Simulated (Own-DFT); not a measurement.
# Computed records: GaN (wurtzite, strained, atoms displaced)

Computed with Own-DFT development build. A calculation, not a measurement: plane-wave PBE density functional theory by an unreviewed code, no spin, of a simulated periodic cell, stress positive in tension, free energy of the whole cell less one offset for each atom, forces on such cells passed a denser k mesh, this cell's mesh not checked; offsets are fitted by least squares, one for each functional and potential file, so energies compare only between cells with the same atoms and settings and are not formation energies; the far tail of each file's local potential was reset to the Coulomb form; each entry is a single point on an unrelaxed cell, so the pressure reflects the starting lattice, mostly measured values (interpolated for alloys), from which strain is counted, and rises with the displacements; printed positions are rounded, which can move forces by about a meV/angstrom; the program, named Own-DFT, is a retired in-house code; no spin-orbit coupling.

Common to all runs: functional PBE; potential files PseudoDojo norm-conserving, scalar-relativistic, standard set with the stringent files for Ga; wave cutoff 96 hartree; occupations Gaussian; smearing width 0.01 eV; k mesh 3 x 4 x 3 centred on Gamma.

(1) 
```cif
# cell vector a (Å): 12.7560 0.0000 0.0000
# cell vector b (Å): -4.7835 8.2853 0.0000
# cell vector c (Å): 0.0000 0.0000 10.4737
data_GaN
_symmetry_space_group_name_H-M 'P 1'
_symmetry_Int_Tables_number 1
_cell_length_a 12.7560
_cell_length_b 9.5670
_cell_length_c 10.4737
_cell_angle_alpha 90.000
_cell_angle_beta 90.000
_cell_angle_gamma 120.000
_cell_volume 1106.94
loop_
_atom_site_label
_atom_site_type_symbol
_atom_site_fract_x
_atom_site_fract_y
_atom_site_fract_z
_atom_site_occupancy
Ga1 Ga 0.07867 0.21448 0.00055 1
Ga2 Ga 0.16529 0.11607 0.25026 1
N1 N 0.07877 0.22393 0.19167 1
N2 N 0.16688 0.11174 0.43887 1
Ga3 Ga 0.08424 0.22028 0.50042 1
Ga4 Ga 0.16258 0.10663 0.76491 1
N3 N 0.08423 0.21506 0.68765 1
N4 N 0.16952 0.11362 0.92908 1
Ga5 Ga 0.08699 0.55710 0.99617 1
Ga6 Ga 0.15929 0.44106 0.25401 1
N5 N 0.08316 0.56175 0.19014 1
N6 N 0.16702 0.45214 0.44401 1
Ga7 Ga 0.08389 0.55554 0.50144 1
Ga8 Ga 0.16262 0.44551 0.75086 1
N7 N 0.07990 0.56003 0.69278 1
N8 N 0.16656 0.44992 0.93987 1
Ga9 Ga 0.08096 0.88849 0.00207 1
Ga10 Ga 0.16604 0.77781 0.24680 1
N9 N 0.07874 0.88541 0.17846 1
N10 N 0.16212 0.77132 0.44589 1
Ga11 Ga 0.08811 0.88925 0.50367 1
Ga12 Ga 0.16238 0.77085 0.75353 1
N11 N 0.07937 0.89120 0.69142 1
N12 N 0.15982 0.77447 0.94248 1
Ga13 Ga 0.32923 0.21611 0.99823 1
Ga14 Ga 0.42086 0.11659 0.24237 1
N13 N 0.32464 0.21001 0.19329 1
N14 N 0.41587 0.10988 0.44191 1
Ga15 Ga 0.33393 0.22137 0.49216 1
Ga16 Ga 0.41993 0.11112 0.74671 1
N15 N 0.33612 0.22959 0.68572 1
N16 N 0.41874 0.11399 0.94353 1
Ga17 Ga 0.33945 0.56325 0.98838 1
Ga18 Ga 0.41386 0.43796 0.23872 1
N17 N 0.32662 0.54603 0.19121 1
N18 N 0.42072 0.45768 0.43326 1
Ga19 Ga 0.32856 0.54676 0.49029 1
Ga20 Ga 0.41814 0.43805 0.75220 1
N19 N 0.33174 0.56058 0.70081 1
N20 N 0.42315 0.43799 0.94064 1
Ga21 Ga 0.33319 0.89667 0.98882 1
Ga22 Ga 0.42903 0.77623 0.24767 1
N21 N 0.33895 0.88570 0.18725 1
N22 N 0.41537 0.78225 0.43845 1
Ga23 Ga 0.33713 0.89081 0.50172 1
Ga24 Ga 0.41416 0.77878 0.74875 1
N23 N 0.33485 0.88214 0.68759 1
N24 N 0.41388 0.78085 0.93955 1
Ga25 Ga 0.58432 0.22925 0.99530 1
Ga26 Ga 0.66546 0.10884 0.24692 1
N25 N 0.58324 0.22384 0.18988 1
N26 N 0.66233 0.10743 0.44665 1
Ga27 Ga 0.58156 0.22889 0.50788 1
Ga28 Ga 0.66506 0.11052 0.75442 1
N27 N 0.58785 0.23808 0.68927 1
N28 N 0.67092 0.11279 0.94243 1
Ga29 Ga 0.58388 0.55509 0.99884 1
Ga30 Ga 0.66592 0.45271 0.24522 1
N29 N 0.58338 0.55410 0.18723 1
N30 N 0.66261 0.44099 0.44353 1
Ga31 Ga 0.59069 0.56008 0.50585 1
Ga32 Ga 0.66210 0.43301 0.75192 1
N31 N 0.58724 0.55746 0.68833 1
N32 N 0.66957 0.43792 0.93495 1
Ga33 Ga 0.58376 0.89549 0.00663 1
Ga34 Ga 0.66455 0.77913 0.24343 1
N33 N 0.58709 0.89343 0.19032 1
N34 N 0.66769 0.77160 0.43657 1
Ga35 Ga 0.58668 0.88839 0.49374 1
Ga36 Ga 0.66716 0.78698 0.74241 1
N35 N 0.58281 0.89248 0.68604 1
N36 N 0.66798 0.77566 0.94279 1
Ga37 Ga 0.83358 0.21988 0.00196 1
Ga38 Ga 0.91170 0.10948 0.24197 1
N37 N 0.83137 0.22668 0.19620 1
N38 N 0.91472 0.09940 0.44229 1
Ga39 Ga 0.83069 0.21790 0.50361 1
Ga40 Ga 0.91970 0.11187 0.74511 1
N39 N 0.83731 0.22647 0.68714 1
N40 N 0.92439 0.12041 0.93345 1
Ga41 Ga 0.83385 0.56193 0.00715 1
Ga42 Ga 0.91793 0.44776 0.24045 1
N41 N 0.82992 0.55105 0.18541 1
N42 N 0.91356 0.43898 0.44186 1
Ga43 Ga 0.81940 0.54396 0.50496 1
Ga44 Ga 0.91678 0.44106 0.74923 1
N43 N 0.82813 0.54746 0.69193 1
N44 N 0.90965 0.43996 0.93270 1
Ga45 Ga 0.83136 0.88716 0.00392 1
Ga46 Ga 0.91949 0.78266 0.24497 1
N45 N 0.83524 0.90038 0.18841 1
N46 N 0.91410 0.77430 0.43415 1
Ga47 Ga 0.82716 0.88057 0.49777 1
Ga48 Ga 0.91362 0.77572 0.75537 1
N47 N 0.82982 0.89061 0.69039 1
N48 N 0.91578 0.77252 0.94897 1
_calc_free_energy_of_cell_above_offsets '-5.215'  # eV
_calc_pressure 5.15  # GPa
_calc_stress_xx -5.87  # GPa
_calc_stress_yy -7.42  # GPa
_calc_stress_zz -2.17  # GPa
_calc_stress_yz -0.35  # GPa
_calc_stress_xz -0.08  # GPa
_calc_stress_xy -0.52  # GPa
```

Force:
```csv
element,x (eV/Å),y (eV/Å),z (eV/Å)
Ga,0.891,1.883,0.301
Ga,-0.669,-1.297,0.595
N,0.491,-0.366,-0.795
N,0.122,-0.205,-0.563
Ga,-0.631,-0.176,0.207
Ga,0.593,0.501,-5.644
N,-0.269,1.16,0.193
N,-0.481,-0.427,5.086
Ga,-1.453,-0.654,0.816
Ga,0.379,0.969,-0.139
N,0.367,-0.909,-0.789
N,-0.108,-1.836,-0.881
Ga,-1.579,-0.368,0.541
Ga,0.542,-0.422,-0.079
N,0.874,-0.925,-0.752
N,1.137,-1.184,-0.213
Ga,0.292,0.127,-1.079
Ga,0.789,0.953,0.788
N,0.696,1.108,1.914
N,0.782,1.269,-1.243
Ga,-1.49,-0.309,-0.09
Ga,-0.289,1.459,-0.186
N,0.738,-0.474,0.299
N,0.793,1.052,-0.854
Ga,0.295,0.609,0.71
Ga,-0.141,-1.807,1.303
N,0.746,1.044,-1.502
N,0.252,0.401,-0.757
Ga,-0.198,1.078,0.856
Ga,-1.059,0.084,-0.026
N,0.064,-1.885,0.06
N,-0.202,0.273,-1.49
Ga,-0.45,-1.465,1.293
Ga,-0.38,0.375,1.34
N,0.565,0.859,-1.038
N,1.144,-1.579,-0.207
Ga,0.531,1.96,1.619
Ga,-0.594,1.509,-0.443
N,0.756,-1.364,-1.297
N,-1.545,0.247,-0.094
Ga,-0.017,-1.481,2.05
Ga,-3.204,-0.986,0.849
N,-0.691,0.363,-0.356
N,1.332,-0.945,-0.477
Ga,-0.831,-0.385,-0.51
Ga,1.447,-0.277,0.353
N,-1.714,1.406,0.454
N,1.019,0.866,-0.353
Ga,0.82,-0.994,1.362
Ga,-0.633,1.411,1.786
N,0.461,0.632,-0.755
N,-0.034,0.812,-1.245
Ga,0.446,-1.44,-1.244
Ga,0.684,0.498,-0.691
N,0.325,-4.523,-0.193
N,-1.001,-0.328,-0.331
Ga,1.047,-0.056,-0.242
Ga,1.111,-1.395,1.401
N,-0.837,0.648,-0.591
N,-0.549,0.039,-1.699
Ga,-1.624,-0.784,-0.499
Ga,0.121,4.219,1.013
N,-0.463,0.206,0.699
N,-0.886,1.604,0.652
Ga,0.227,-0.864,-1.391
Ga,1.262,-0.442,1.092
N,0.512,-0.139,-0.575
N,-1.035,0.492,-0.862
Ga,-0.881,-0.547,0.791
Ga,0.014,-1.238,1.384
N,-0.338,0.098,0.07
N,-0.946,0.576,-0.555
Ga,0.306,1.012,-0.105
Ga,0.159,1.279,2.466
N,0.372,-0.685,-1.538
N,-0.486,1.284,-0.858
Ga,0.474,0.05,-0.83
Ga,-0.463,0.158,0.072
N,-0.5,-1.146,0.614
N,-1.172,-1.671,0.42
Ga,0.538,-2.004,-1.508
Ga,-0.329,0.11,2.179
N,-0.275,0.982,0.915
N,-0.146,0.437,-0.678
Ga,2.638,1.403,-0.243
Ga,-0.904,0.363,0.145
N,0.052,0.935,-0.085
N,0.861,0.555,1.525
Ga,0.245,0.618,-0.859
Ga,-0.639,-0.678,1.161
N,0.008,-2.283,-0.546
N,0.36,-0.252,0.368
Ga,1.536,0.62,0.384
Ga,-0.309,-0.566,-0.377
N,1.002,-0.316,-0.325
N,-0.776,1.479,-1.442
```

(2) 
```cif
# cell vector a (Å): 12.7560 0.0000 0.0000
# cell vector b (Å): -4.7835 8.2853 0.0000
# cell vector c (Å): 0.0000 0.0000 10.4737
data_GaN
_symmetry_space_group_name_H-M 'P 1'
_symmetry_Int_Tables_number 1
_cell_length_a 12.7560
_cell_length_b 9.5670
_cell_length_c 10.4737
_cell_angle_alpha 90.000
_cell_angle_beta 90.000
_cell_angle_gamma 120.000
_cell_volume 1106.94
loop_
_atom_site_label
_atom_site_type_symbol
_atom_site_fract_x
_atom_site_fract_y
_atom_site_fract_z
_atom_site_occupancy
Ga1 Ga 0.07877 0.22096 0.00068 1
Ga2 Ga 0.17967 0.12720 0.26190 1
N1 N 0.08142 0.22624 0.19580 1
N2 N 0.17002 0.11365 0.43012 1
Ga3 Ga 0.08503 0.22329 0.51010 1
Ga4 Ga 0.15934 0.10394 0.75130 1
N3 N 0.07951 0.22587 0.69249 1
N4 N 0.16346 0.10942 0.93681 1
Ga5 Ga 0.08486 0.55625 0.99998 1
Ga6 Ga 0.17035 0.43875 0.25545 1
N5 N 0.08596 0.56720 0.18636 1
N6 N 0.16665 0.44185 0.44285 1
Ga7 Ga 0.08440 0.55955 0.50148 1
Ga8 Ga 0.16100 0.44038 0.74962 1
N7 N 0.08391 0.55466 0.69724 1
N8 N 0.16318 0.44586 0.93544 1
Ga9 Ga 0.07517 0.88936 0.00244 1
Ga10 Ga 0.16591 0.78562 0.25096 1
N9 N 0.09207 0.89524 0.19547 1
N10 N 0.15842 0.77978 0.44116 1
Ga11 Ga 0.08072 0.88944 0.50157 1
Ga12 Ga 0.16757 0.78014 0.74439 1
N11 N 0.08301 0.89146 0.69490 1
N12 N 0.16807 0.77671 0.93987 1
Ga13 Ga 0.34355 0.23352 0.00406 1
Ga14 Ga 0.41086 0.10764 0.24855 1
N13 N 0.33025 0.21606 0.17728 1
N14 N 0.41669 0.10922 0.44274 1
Ga15 Ga 0.33565 0.22769 0.50093 1
Ga16 Ga 0.41958 0.11374 0.74654 1
N15 N 0.33213 0.22353 0.68985 1
N16 N 0.41887 0.11596 0.94574 1
Ga17 Ga 0.32709 0.55434 0.00436 1
Ga18 Ga 0.41597 0.44511 0.26023 1
N17 N 0.33329 0.55876 0.18297 1
N18 N 0.41266 0.44260 0.43235 1
Ga19 Ga 0.33453 0.55207 0.51088 1
Ga20 Ga 0.41184 0.44194 0.73976 1
N19 N 0.32871 0.54757 0.68964 1
N20 N 0.40750 0.43161 0.93613 1
Ga21 Ga 0.33983 0.90090 0.00395 1
Ga22 Ga 0.41337 0.78140 0.25056 1
N21 N 0.33240 0.89108 0.18523 1
N22 N 0.41876 0.76682 0.44437 1
Ga23 Ga 0.33498 0.89015 0.49443 1
Ga24 Ga 0.41680 0.78193 0.75321 1
N23 N 0.33634 0.89174 0.68288 1
N24 N 0.41814 0.77932 0.93364 1
Ga25 Ga 0.57683 0.21513 0.00162 1
Ga26 Ga 0.66172 0.10519 0.24478 1
N25 N 0.58292 0.22597 0.18836 1
N26 N 0.67459 0.11889 0.43373 1
Ga27 Ga 0.58293 0.21887 0.51119 1
Ga28 Ga 0.67446 0.12112 0.74779 1
N27 N 0.57889 0.21642 0.68431 1
N28 N 0.66779 0.10311 0.93939 1
Ga29 Ga 0.59301 0.55805 0.99784 1
Ga30 Ga 0.67384 0.44832 0.25280 1
N29 N 0.57977 0.55637 0.19036 1
N30 N 0.66226 0.45120 0.44115 1
Ga31 Ga 0.58160 0.55693 0.49991 1
Ga32 Ga 0.65969 0.44220 0.75442 1
N31 N 0.59159 0.56207 0.68470 1
N32 N 0.66530 0.45187 0.93533 1
Ga33 Ga 0.57339 0.87870 0.99623 1
Ga34 Ga 0.67766 0.78066 0.25231 1
N33 N 0.58917 0.89046 0.19195 1
N34 N 0.67564 0.78708 0.43982 1
Ga35 Ga 0.58803 0.88611 0.49800 1
Ga36 Ga 0.66610 0.78330 0.74663 1
N35 N 0.58386 0.89077 0.68039 1
N36 N 0.67006 0.77942 0.93639 1
Ga37 Ga 0.83061 0.22169 0.00371 1
Ga38 Ga 0.91693 0.11534 0.24315 1
N37 N 0.83776 0.22896 0.18654 1
N38 N 0.91505 0.11394 0.43902 1
Ga39 Ga 0.84023 0.23190 0.50203 1
Ga40 Ga 0.91475 0.10569 0.74868 1
N39 N 0.84048 0.22714 0.68657 1
N40 N 0.90998 0.10324 0.93978 1
Ga41 Ga 0.83662 0.55871 0.99081 1
Ga42 Ga 0.92043 0.43991 0.25111 1
N41 N 0.83833 0.56011 0.19102 1
N42 N 0.92036 0.44344 0.44081 1
Ga43 Ga 0.82774 0.55028 0.51004 1
Ga44 Ga 0.91668 0.44185 0.75372 1
N43 N 0.83632 0.55233 0.68832 1
N44 N 0.91334 0.45312 0.92380 1
Ga45 Ga 0.82923 0.88536 0.00765 1
Ga46 Ga 0.92037 0.78076 0.24689 1
N45 N 0.83994 0.88680 0.18291 1
N46 N 0.91851 0.77321 0.44130 1
Ga47 Ga 0.83466 0.88700 0.49368 1
Ga48 Ga 0.91590 0.77338 0.75418 1
N47 N 0.83424 0.89221 0.68605 1
N48 N 0.92028 0.78341 0.93979 1
_calc_free_energy_of_cell_above_offsets '-5.122'  # eV
_calc_pressure 5.11  # GPa
_calc_stress_xx -4.82  # GPa
_calc_stress_yy -5.72  # GPa
_calc_stress_zz -4.79  # GPa
_calc_stress_yz -0.17  # GPa
_calc_stress_xz -0.14  # GPa
_calc_stress_xy 0.37  # GPa
```

Force:
```csv
element,x (eV/Å),y (eV/Å),z (eV/Å)
Ga,0.608,-0.02,0.073
Ga,-1.536,-1.435,-3.717
N,1.181,-0.55,-1.272
N,-0.289,0.097,4.146
Ga,-0.629,-0.422,-1.529
Ga,0.375,1.507,0.876
N,0.983,-1.069,-0.288
N,0.19,0.415,0.539
Ga,-0.791,0.545,-0.059
Ga,-1.287,1.57,-0.13
N,0.727,-1.287,0.518
N,0.193,0.591,0.069
Ga,0.237,-0.327,0.47
Ga,0.573,0.674,0.733
N,-0.391,0.572,-1.659
N,0.359,-0.65,0.435
Ga,2.833,0.885,0.629
Ga,0.833,-1.237,0.312
N,-2.199,1.104,-1.066
N,2.161,-0.042,-0.314
Ga,-0.218,0.552,0.339
Ga,0.446,-0.072,1.43
N,-0.096,-0.799,-1.463
N,-0.154,1.007,-0.361
Ga,-1.703,-1.994,-1.409
Ga,0.885,1.012,0.612
N,0.385,1.275,2.941
N,-0.171,0.646,-1.002
Ga,0.113,-1.162,0.311
Ga,-1.21,-0.746,0.886
N,0.067,-0.841,-0.76
N,-0.239,-0.365,-1.983
Ga,0.887,-0.478,-1.545
Ga,0.201,0.287,-3.501
N,0.253,-0.177,1.594
N,0.486,0.296,2.516
Ga,-0.975,0.002,-1.359
Ga,1.127,0.395,2.208
N,-0.331,1.218,0.544
N,0.466,3.416,-0.95
Ga,-1.103,-1.795,-1.096
Ga,1.275,-0.582,0.46
N,0.448,-0.142,1.039
N,-0.921,1.135,-1.127
Ga,-0.105,-0.999,0.593
Ga,0.243,-0.393,-1.352
N,-0.331,-0.111,0.432
N,-1.3,-0.645,0.746
Ga,1.877,1.279,0.226
Ga,0.354,1.463,0.869
N,0.012,-0.388,0.01
N,-0.945,-0.527,0.638
Ga,0.439,0.364,-3.429
Ga,0.024,-1.118,0.303
N,0.882,1.118,2.278
N,-1.31,0.745,-0.482
Ga,-3.316,0.434,1.067
Ga,-0.915,-0.085,-0.045
N,1.079,0.087,-0.152
N,1.344,-1.255,-0.121
Ga,0.022,0.719,-0.209
Ga,1.186,0.213,-0.958
N,-1.687,-0.528,0.102
N,2.025,-1.881,0.069
Ga,2.261,0.782,1.061
Ga,-1.303,-0.527,-0.186
N,-0.712,-1.094,-0.885
N,-0.848,-1.693,-0.821
Ga,-0.687,1.295,-0.479
Ga,0.689,0.035,0.348
N,-0.267,0.31,1.26
N,-0.905,-0.371,-0.097
Ga,0.387,0.467,-0.997
Ga,0.206,-0.518,1.548
N,-0.737,-1.029,-0.199
N,1.106,-0.319,-0.505
Ga,-0.218,-1.273,-0.367
Ga,-0.359,0.185,0.76
N,-0.725,-0.478,0.329
N,0.155,0.897,-0.015
Ga,-0.717,0.086,1.482
Ga,-0.383,1.632,0.392
N,0.058,-0.642,-0.993
N,-0.891,0.967,-0.383
Ga,0.553,0.35,-1.683
Ga,0.334,0.332,-2.189
N,-1.146,-0.066,1.078
N,1.264,-1.323,3.623
Ga,0.333,0.326,-2.082
Ga,1.318,-0.208,1.089
N,-0.827,0.785,1.609
N,-0.826,0.051,-0.546
Ga,1.038,1.047,1.155
Ga,-0.628,0.464,-0.57
N,0.446,-0.992,-0.092
N,-1.597,-0.977,-0.327
```
